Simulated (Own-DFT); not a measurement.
# A layer strained by its substrate: wurtzite AlGaN with randomly placed atoms, 96 atoms (Al36Ga12N48)

Everything here is calculated. The program is Own-DFT (plane waves, in-house, since retired, never reviewed by a person); positions were held fixed, and spin and spin-orbit coupling were off.

Method: PBE; PseudoDojo norm-conserving scalar-relativistic files (stringent for Ga); cutoff 96 hartree; 3 x 4 x 3 k mesh centred on Gamma; Gaussian smearing of 0.01 eV.

Limits: k mesh not checked against a denser one; stress not checked against mesh or cutoff.

Unstrained cell vectors in Å: (12.525, 0.000, 0.000); (-4.697, 8.135, 0.000); (0.000, 0.000, 10.066). The unstrained cell has measured lattice constants (interpolated for alloys), not those of this functional. That, the random moves and any unrelaxed bonds set the pressure at no strain. Each run strains x and y alike by e, as a substrate would, and holds the height along z. Each coordinate of each atom was shifted by a normal deviate of width 0.05 Å. The random placing of the alloy's atoms differs from row to row. Stress is positive in tension.

```
e (%)  u (Å)  (s_xx + s_yy)/2 (GPa)  s_zz (GPa)
-2.75  0.052                 -24.95      -10.90
-1.75  0.052                 -17.28      -10.01
-0.75  0.051                 -10.23       -7.79
-0.50  0.050                  -8.69       -8.21
-0.25  0.051                  -8.57       -5.77
 1.75  0.051                      ?           ?
 2.00  0.048                   4.40       -2.30
 2.25  0.050                   5.58       -4.56
 2.50  0.054                   6.50       -3.23
 2.75  0.049                   7.10       -1.66
```

## Analysis

With e as a fraction, the in-plane stress is -6.1 + 586 e - 3521 e² GPa (errors 9 and 633, scatter 0.51), and s_zz is -6.7 + 159 e GPa (slope ± 17, scatter 0.99). At e = 0 the first slope is C11 + C12 and the second 2 C13, both with the ions held to the strained lattice and at the cell's own pressure. The term in e² is negative: the layer stiffens under compression and softens under tension. A free layer would change its height as e changes, and the in-plane slope would drop by 2 C13²/C33 to the biaxial modulus. At fixed height, a misfit of 1 % moves the in-plane stress by about 5.9 GPa and s_zz by 1.6 GPa.

## Check

Q: what are the two stresses at e = 1.75 %?

Estimate: 3.1 and -3.9 GPa. The run itself gave 2.84 and -4.49 GPa.
